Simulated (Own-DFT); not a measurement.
# What random displacements cost in hexagonal WC, 64 atoms (C32W32)

All numbers below are calculated, not measured. The program, named Own-DFT, is a retired in-house plane-wave density functional code that no person has reviewed. Each row is one single-point run on a periodic cell that was not relaxed, without spin or spin-orbit coupling.

Settings of every run: PBE; PseudoDojo norm-conserving scalar-relativistic files; cutoff 50 hartree; 4 x 4 x 4 k mesh centred on Gamma; cold (Marzari-Vanderbilt) smearing of 0.2 eV.

Known limits, some of them of some rows only: some atoms lie very close together; forces on such cells moved up to 12 meV/angstrom on a denser k mesh; stress not checked against mesh or cutoff.

Cell vectors in Å: (5.833, -5.052, -2.839); (0.000, -5.052, 8.518); (-5.833, -5.052, -2.839). In each run every atom was moved at random and independently from its ideal site; u is the rms move along one axis. E is the free energy for each atom above the fitted value at u = 0, and F the rms of the force components.

```
run   u (Å)  E (meV/atom)  F (eV/Å)  largest force (eV/Å)  P (GPa)
  1  0.0201          15.4     0.543                  2.33     3.31
  2  0.0201          15.5     0.549                  2.14     3.30
  3  0.0207             ?         ?                     ?        ?
  4  0.0480          94.1     1.430                  5.33     6.53
  5  0.0485          88.6     1.340                  5.66     6.03
  6  0.0973         350.8     2.851                 12.17    16.87
  7  0.1013         386.5     3.003                 13.63    17.43
  8  0.1090         476.5     3.284                 15.45    22.35
  9  0.1472         750.9     4.363                 18.56    32.40
```

## Worked fit

For small independent moves the energy grows as E = (3/2) K u², with K the mean stiffness felt by one atom. The runs with u up to 0.11 Å give K = 25.7 ± 0.5 eV/Å², with residuals divided by u² + 0.0006 Å², since the noise grows with the moves. The scatter is 4.1 meV/atom at u = 0.05 Å. The forces follow F = G u with G = 28.7 eV/Å²; no force at u = 0 is resolved. G exceeds K because the moves of its neighbours add to the force on an atom, and stiffness differs between atoms. At u = 0.147 Å the parabola gives 836 meV/atom and the run 751. The pressure follows P = 2.60 + 1552 u² GPa: at fixed volume, shortened bonds push harder than stretched ones pull.

## Withheld run

Question: what energy and rms force should run 3 give?

The fit gives 17 ± 1 meV/atom and about 0.60 eV/Å. The calculation gave 17.9 meV/atom and 0.613 eV/Å.
